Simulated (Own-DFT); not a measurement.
Hf$_{36}$O$_{71}$ (tetragonal hafnia with one neutral oxygen vacancy, atoms displaced) (calculated)

Computed with Own-DFT development build. A calculation, not a measurement: plane-wave PBE and HSE06 DFT by an unreviewed code, no spin, of a simulated cell at Gamma alone, so results move with cell size and shape, stress positive in tension, energies less offsets, not probed for a lower state with spin; hafnium file: forces about 75 meV/angstrom off all-electron values; oxygen file: force components 24 meV/angstrom off all-electron in a glass; k mesh not checked against a denser one; forces and stress are PBE's, HSE06 gives the energy alone, and its difference from PBE has offsets of its own; offsets are fitted by least squares, one for each functional and potential file, so energies compare only between cells with the same atoms and settings and are not formation energies; the far tail of each file's local potential was reset to the Coulomb form; each entry is a single point on an unrelaxed cell, so the pressure reflects the starting lattice, taken from the Materials Project, from which strain is counted, and rises with the displacements; printed positions are rounded, which can move forces by about a meV/angstrom; the program is a retired in-house code; no spin-orbit coupling.

Common to all runs: first functional PBE; second functional HSE06; exact exchange share 0.25; screening 0.11 1/bohr; exchange divergence Gygi-Baldereschi; potential files PseudoDojo norm-conserving, scalar-relativistic, made for PBE, standard set; wave cutoff 48 hartree; occupations fixed; k mesh 1 x 1 x 1 centred on Gamma.

(1) 
```xyz
107
Lattice="10.7800 0.0000 0.0000 0.0000 10.7800 0.0000 0.0000 0.0000 10.4493" Properties=species:S:1:pos:R:3:force_x:R:1:force_y:R:1:force_z:R:1 formula=Hf36O71 PBE_energy_of_cell_above_offsets=-84.992 HSE06_less_PBE_above_offsets=0.613 PBE_pressure=6.95 PBE_stress_xx=-7.82 PBE_stress_yy=-6.06 PBE_stress_zz=-6.97 PBE_stress_yz=0.91 PBE_stress_xz=-1.31 PBE_stress_xy=0.41
Hf     0.0486    10.6711     0.0943     -0.848      1.819     -0.971
Hf     1.9451     1.8973     2.5966     -4.987     -1.802      1.772
O     10.7166     1.8041     1.6411      1.575     -0.175     -1.187
O      1.8251    10.7323     3.4813      0.009      1.345      1.857
O     10.7703     1.8039     4.2808      1.283      0.376      0.333
O      1.7126    10.7452     1.1454      1.993      0.076     -2.014
Hf    10.7752    10.7589     5.2042     -0.842      1.446     -0.082
Hf     1.7604     1.8233     7.8804     -2.062     -0.722     -0.535
O      0.0690     1.7880     6.7842     -0.718     -0.001       1.55
O      1.8191     0.0686     8.9500     -0.235     -1.236     -0.477
O      0.0389     1.8475     9.4454      0.354     -1.753       0.04
O      1.8042    10.6686     6.2915     -0.249      0.449     -0.126
Hf     0.0436     3.4989     0.0364     -0.071      1.505      1.408
Hf     1.8607     5.4294     2.6648     -1.792     -2.967     -0.807
O     10.7608     5.2429     1.6466      0.646      0.712      0.243
O      1.7093     3.5872     3.5766      0.659      1.101        0.6
O     10.7745     5.4185     4.2697      0.801      0.286     -1.194
O      1.8473     3.4195     1.0564      0.281      0.804     -1.125
Hf     0.0686     3.6128     5.2788      -4.56     -1.421     -2.413
Hf     1.6731     5.2385     7.9128      0.761      4.541     -2.854
O     10.7449     5.4076     6.7533      0.424     -0.352      1.215
O      1.7834     3.7537     8.9820      0.774     -5.609      0.337
O      0.1382     5.3414     9.3956     -1.505      1.127      0.589
O      1.7348     3.5510     6.1172      4.157      0.001       2.71
Hf     0.1565     7.4021    10.4217     -5.112     -5.688      0.173
Hf     1.7892     8.8936     2.6555      1.761       2.92      0.575
O      0.0852     8.8949     1.6994     -2.609      0.382     -2.068
O      1.8984     7.1400     3.5401      0.202      -0.07      1.088
O      0.0735     8.8949     4.2604      0.164      0.834     -1.282
O      1.7305     7.3175     0.9612      4.186     -0.779      2.536
Hf    10.7211     7.1416     5.1687     -0.198      0.051      2.264
Hf     1.9474     8.9621     7.8504     -5.748      1.326      1.672
O     10.7095     8.9909     6.8823      2.418     -0.278     -0.461
O      1.8811     7.2560     8.9297      0.354     -1.824     -0.588
O      0.0409     8.8271     9.3407      0.061      5.739     -0.139
O      1.8354     7.0484     6.1071     -1.434      1.624       0.74
Hf     3.6850     0.1548     0.0285     -2.897     -4.123      0.921
Hf     5.3629     1.8692     2.6252      0.693     -2.413      1.331
O      3.5826     1.9222     1.6372      3.365     -1.445     -2.145
O      3.7443     1.8493     4.1838     -0.347     -1.377      0.211
O      5.4678    10.6904     0.9557     -3.654      0.716      1.394
Hf     3.5647    10.7526     5.3674      0.639      0.343     -1.917
Hf     5.3945     1.7756     7.8818      0.377      0.273     -2.376
O      3.5446     1.6936     6.8032      0.952      0.469      0.834
O      5.3242    10.7080     8.7147     -0.679      3.083      2.745
O      3.4399     1.7611     9.5140       1.33      1.713      -1.77
O      5.4824    10.6517     6.2856     -2.798     -0.016     -1.203
Hf     3.6669     3.5420    10.3860     -0.918      2.262       1.01
Hf     5.3394     5.3360     2.5910      1.152      3.012      1.248
O      3.7256     5.3452     1.5665      -3.43      0.559     -0.872
O      5.3941     3.6033     3.4486        0.3      0.764      2.816
O      3.5826     5.3095     4.2157      0.448      0.753     -0.589
O      5.4392     3.6329     0.9372     -0.726     -0.644      0.596
Hf     3.7049     3.5476     5.2353       -3.5      1.434     -0.195
Hf     5.3780     5.4855     7.6680     -0.669     -1.478       2.46
O      3.4436     5.3878     6.7274      1.351     -0.403      1.262
O      5.4698     3.5821     8.8052      -0.46     -1.316      0.445
O      3.6360     5.2691     9.4117     -0.377      1.452      0.414
O      5.2636     3.6253     6.3670      2.249     -0.334     -0.538
Hf     3.5165     7.1635     0.0183      1.393     -0.649     -1.976
Hf     5.3282     9.1094     2.5595      4.238      -0.82      3.451
O      3.7759     9.0338     1.6665     -5.188     -0.417     -2.762
O      5.4676     7.2124     3.6571      -0.76      0.584     -0.608
O      3.4555     9.0172     4.1141       1.56     -0.325      2.177
O      5.3353     7.2083     0.9810     -0.845      -0.01      1.168
Hf     3.5525     7.2438     5.2719      0.754     -1.668     -1.446
Hf     5.3637     8.9955     7.9015      1.807     -1.595     -1.083
O      3.4834     9.0383     6.8327      4.809     -1.098     -2.117
O      5.2460     7.0820     8.8759      0.377      2.241      0.053
O      3.5887     9.0277     9.4487      0.353      0.256      0.459
O      5.4055     6.9481     6.3193     -1.028      2.718     -1.361
Hf     7.0882     0.0329     0.0503      5.633      -2.38     -1.259
Hf     8.8786     1.8202     2.3576      2.818     -0.099      5.167
O      7.0958     1.7311     1.6105      -1.19      0.444     -1.605
O      9.0752     0.2160     3.7162     -0.533     -2.326     -1.041
O      7.1124     1.8046     4.2785     -1.309      1.426      -1.02
O      8.9325    10.7476     1.1271      1.263      0.735     -1.276
Hf     7.2380    10.7324     5.1380      1.107      2.069      1.135
Hf     8.7784     1.7334     7.8618      2.882     -0.432     -1.802
O      7.1346     1.6364     6.7127     -1.363       1.46      2.245
O      8.8587     0.0367     8.8594      1.192     -0.048      0.386
O      7.1464     1.7881     9.5318     -0.708     -1.395      -2.55
O      9.0117    10.7310     6.2594        0.2       0.69     -0.231
Hf     7.1485     3.4457    10.4387      1.409      4.843     -0.449
Hf     8.8448     5.4061     2.5832      3.881      -0.46       1.98
O      7.1652     5.3635     1.6908     -1.767      0.354     -1.597
O      9.0291     3.7123     3.7109     -1.439     -0.585     -1.265
O      7.2051     5.5453     4.3128     -0.546     -4.215     -1.707
O      8.9618     3.5091     1.0624     -1.105      0.333     -1.328
Hf     7.0999     3.7261     5.3394      3.758     -1.195     -1.022
Hf     9.0509     5.4014     7.9452     -0.912      0.301     -0.532
O      7.2576     5.4628     6.7946     -0.902     -0.597      0.385
O      8.9376     3.5319     8.7247     -0.068      0.131      2.259
O      7.2187     5.3993     9.4063     -0.102     -0.141      1.374
O      8.8839     3.6470     6.3166     -0.122     -0.573     -0.942
Hf     7.0494     7.1897     0.1647      3.199     -0.025     -3.311
Hf     8.9872     8.9332     2.6087      -0.57      1.463      0.903
O      7.3221     9.0893     1.5188     -3.073     -0.748      0.668
O      8.8425     7.2580     3.6996      1.177     -1.371     -0.579
O      7.3384     9.0425     4.2643     -0.624     -1.449     -1.913
O      8.8668     7.2655     1.0508       1.58     -0.421      0.319
Hf     7.2022     7.1548     5.2572      0.328      2.782      0.364
Hf     8.8839     8.9203     7.6732      1.907          1      2.216
O      7.2498     9.1508     6.7176     -3.315     -1.907      0.451
O      8.9958     7.2350     8.8130     -0.171     -0.734      0.539
O      7.2481     9.1787     9.3652      -2.12     -3.025      0.138
O      8.9856     7.2265     6.2797     -0.167     -0.194     -0.523
```

Units: PBE_energy_of_cell_above_offsets, HSE06_less_PBE_above_offsets in eV; PBE_pressure, PBE_stress_xx, PBE_stress_yy, PBE_stress_zz, PBE_stress_yz, PBE_stress_xz, PBE_stress_xy in GPa; force_x, force_y, force_z in eV/Å.

(2) 
```xyz
107
Lattice="10.7800 0.0000 0.0000 0.0000 10.7800 0.0000 0.0000 0.0000 10.4493" Properties=species:S:1:pos:R:3:force_x:R:1:force_y:R:1:force_z:R:1 formula=Hf36O71 PBE_energy_of_cell_above_offsets=-88.907 HSE06_less_PBE_above_offsets=0.518 PBE_pressure=5.47 PBE_stress_xx=-5.71 PBE_stress_yy=-4.46 PBE_stress_zz=-6.23 PBE_stress_yz=0.22 PBE_stress_xz=0.43 PBE_stress_xy=-0.07
Hf    10.6633    10.7670     0.0348      2.812      2.836      1.042
Hf     1.8985     1.7336     2.6783     -3.847       0.05      0.014
O     10.6644     1.7969     1.7345      1.911      0.166     -1.263
O      1.9359     0.0200     3.5950     -0.429     -1.135       1.56
O     10.7219     1.7304     4.1841      -0.17      1.758      0.258
O      1.8483     0.0149     1.2487      -0.32     -0.363     -2.784
Hf     0.0149     0.1070     5.2666     -0.939     -1.594     -0.097
Hf     1.5981     1.8736     7.9122      1.463     -0.149     -0.331
O     10.7119     1.8219     6.7418       0.11     -0.256      1.248
O      1.7357    10.6872     9.0256      0.386       2.06     -1.168
O      0.1018     1.8602     9.4531     -1.239     -0.599     -0.105
O      1.7560    10.7079     6.1416      1.497      0.724       1.06
Hf     0.0162     3.6081     0.0858      1.017     -1.211     -0.552
Hf     1.8283     5.3713     2.6399      0.294      1.367     -0.337
O      0.0371     5.5798     1.6850     -0.186     -0.955     -1.034
O      1.6793     3.5625     3.6309      0.612      1.023      1.158
O     10.7779     5.4267     4.0745     -0.808      0.417      0.261
O      1.7794     3.4567     1.0215      0.939      1.374      0.576
Hf    10.7746     3.7906     5.0894        0.1     -3.894      2.799
Hf     1.7744     5.4406     7.8667     -0.083     -1.671     -0.388
O      0.0258     5.4671     6.6835     -0.235     -1.181      0.872
O      1.7707     3.6871     8.8490      0.148     -1.185      0.375
O      0.0753     5.2638     9.5249     -0.903      3.506     -0.737
O      1.7785     3.5651     6.4126     -0.095     -0.082     -2.646
Hf    10.6830     7.2563     0.0150      4.091     -1.252     -0.757
Hf     1.7725     9.0821     2.5523     -0.949     -0.444      1.888
O     10.7508     9.1084     1.6253     -0.531     -1.064      0.122
O      1.7751     7.1847     3.5883      0.229     -0.331      0.064
O     10.7786     8.9701     4.2468     -0.499      0.992     -1.128
O      1.8871     7.1639     0.9221     -3.055      0.143       0.89
Hf     0.1082     7.2136     5.2514      1.445      1.262     -0.921
Hf     1.7354     8.9371     7.8529      0.188      2.108      -1.08
O      0.0024     9.0853     6.7270     -0.256     -1.162      2.019
O      1.8335     7.2081     8.8906     -0.587     -0.168     -0.264
O      0.0828     9.1160     9.6490     -0.746     -4.013     -2.497
O      1.7961     7.3473     6.3026     -0.242     -1.093     -0.246
Hf     3.6497     0.0467    10.4314     -3.116       0.88     -0.602
Hf     5.4939     1.7717     2.5784     -1.487       1.19        1.4
O      3.4300     1.7687     1.5698      5.321      0.146      -1.15
O      5.4066     0.0389     3.6769      0.295     -0.386     -1.169
O      3.6258     1.7041     4.2252     -0.073      2.936     -0.201
O      5.4989    10.7699     0.9641     -3.677      0.393      1.351
Hf     3.6624     0.0016     5.2171     -2.571     -1.107      0.681
Hf     5.4174     1.7497     7.7061     -1.569      0.131      2.279
O      3.5298     1.6888     7.0247      0.647      0.015     -1.645
O      5.5836    10.6764     8.8478     -0.551      2.748      1.101
O      3.6342     1.8387     9.3998      1.027     -0.652      1.713
O      5.4090     0.0005     6.2063      -0.62      0.287      1.463
Hf     3.7173     3.5450     0.1384     -2.736      0.757     -2.069
Hf     5.3323     5.5471     2.5528      2.257     -0.677      0.647
O      3.6149     5.4812     1.6980     -1.515     -1.291     -1.063
O      5.5019     3.5545     3.4970     -1.163     -0.077      0.905
O      3.6785     5.4319     4.2810     -0.324     -1.475     -0.959
O      5.3992     3.6053     1.1356      0.814     -0.808     -1.589
Hf     3.5953     3.6170     5.2162     -1.919      0.205      0.363
Hf     5.4538     5.4098     7.8656     -3.508      1.314      0.193
O      3.4619     5.3968     6.7473      1.783      0.461      0.784
O      5.4449     3.7182     8.7687      0.187     -2.614      0.575
O      3.6648     5.3339     9.4544     -0.358      0.449      0.627
O      5.3116     3.6622     6.1597      0.794     -0.786      1.148
Hf     3.4802     7.2868    10.3096      2.153      -1.46      0.595
Hf     5.2903     9.0604     2.4762      0.679     -1.742      2.245
O      3.5226     8.8668     1.6358      1.229       1.04     -1.679
O      5.3639     7.2468     3.6525      0.751      0.168     -0.984
O      3.6534     9.0367     4.2387      0.109     -0.615     -0.792
O      5.3383     7.2128     1.0141      0.691      0.161     -0.441
Hf     3.6576     7.2293     5.2854      -2.12      0.817     -0.999
Hf     5.3076     9.0457     7.9213     -0.388     -2.491     -2.852
O      3.4719     8.9086     6.7885       2.13      0.926      0.871
O      5.2110     7.2394     8.9004      1.511      0.085     -1.227
O      3.5000     9.0865     9.2947      1.227      0.202      1.411
O      5.3652     7.3479     6.0865      2.685     -1.087      2.068
Hf     7.1976     0.0780     0.0999      2.572     -0.999     -2.711
Hf     8.8923     1.8436     2.5622      2.923     -2.399      1.655
O      7.2307     1.7066     1.5991     -2.065      0.163     -1.802
O      7.1843     1.8467     4.2076     -0.715     -2.101     -0.332
O      9.0192     0.0197     1.0920     -2.148     -0.441     -0.499
Hf     7.1309     0.0415     5.1962      2.663     -1.439      0.029
Hf     8.9675     1.8585     7.8764      0.533     -0.726     -1.314
O      7.1891     1.6933     6.8383     -0.328      0.536     -1.126
O      8.9028    10.7431     8.6685      0.728       0.99      2.424
O      7.1044     1.8947     9.3924      0.051     -1.462      0.391
O      9.0028    10.7386     6.2910     -1.221      0.298     -2.167
Hf     7.1513     3.6272    10.3402      0.605      0.895       1.35
Hf     9.0614     5.4357     2.6224     -2.063     -1.098     -0.636
O      7.2031     5.4236     1.5068      0.726      0.241      0.983
O      8.8008     3.4455     3.6339      1.675      4.221      0.624
O      7.0938     5.2499     4.2050      0.641      1.593      0.195
O      8.9774     3.5228     0.8830     -1.062      0.586      1.326
Hf     7.1179     3.4874     5.2552      1.343      1.134     -0.638
Hf     8.8173     5.4528     7.8463      3.634     -1.583     -0.159
O      7.1766     5.3583     6.8802     -0.857      1.137     -1.704
O      8.9222     3.6353     8.8350     -0.368      0.785      0.589
O      7.0891     5.4169     9.4313      0.832        1.5     -1.358
O      8.8566     3.5232     6.4033      0.754      1.053     -1.937
Hf     7.2843     7.2707    10.3697     -2.159     -1.129      2.447
Hf     8.9214     8.9174     2.5837      0.009      2.712      1.006
O      7.0760     9.0173     1.4657      1.732     -0.545      1.437
O      8.9214     7.2103     3.6133     -0.555     -1.551     -0.207
O      7.1832     8.9518     4.3107      0.589       0.16     -0.903
O      9.0816     7.1791     1.0102     -2.898      0.355      1.015
Hf     7.2040     7.0673     5.0691       -0.4      1.609       1.11
Hf     8.9641     8.9214     7.7026     -0.175      2.781     -0.817
O      7.1515     8.9933     6.9434     -0.298     -0.542     -0.392
O      9.0354     7.2666     8.8288      0.384      -2.06      1.002
O      7.3751     8.9625     9.5201     -0.445       1.21      -0.77
O      9.1882     7.1446     6.1793     -4.362      0.076      1.021
```

Units: PBE_energy_of_cell_above_offsets, HSE06_less_PBE_above_offsets in eV; PBE_pressure, PBE_stress_xx, PBE_stress_yy, PBE_stress_zz, PBE_stress_yz, PBE_stress_xz, PBE_stress_xy in GPa; force_x, force_y, force_z in eV/Å.
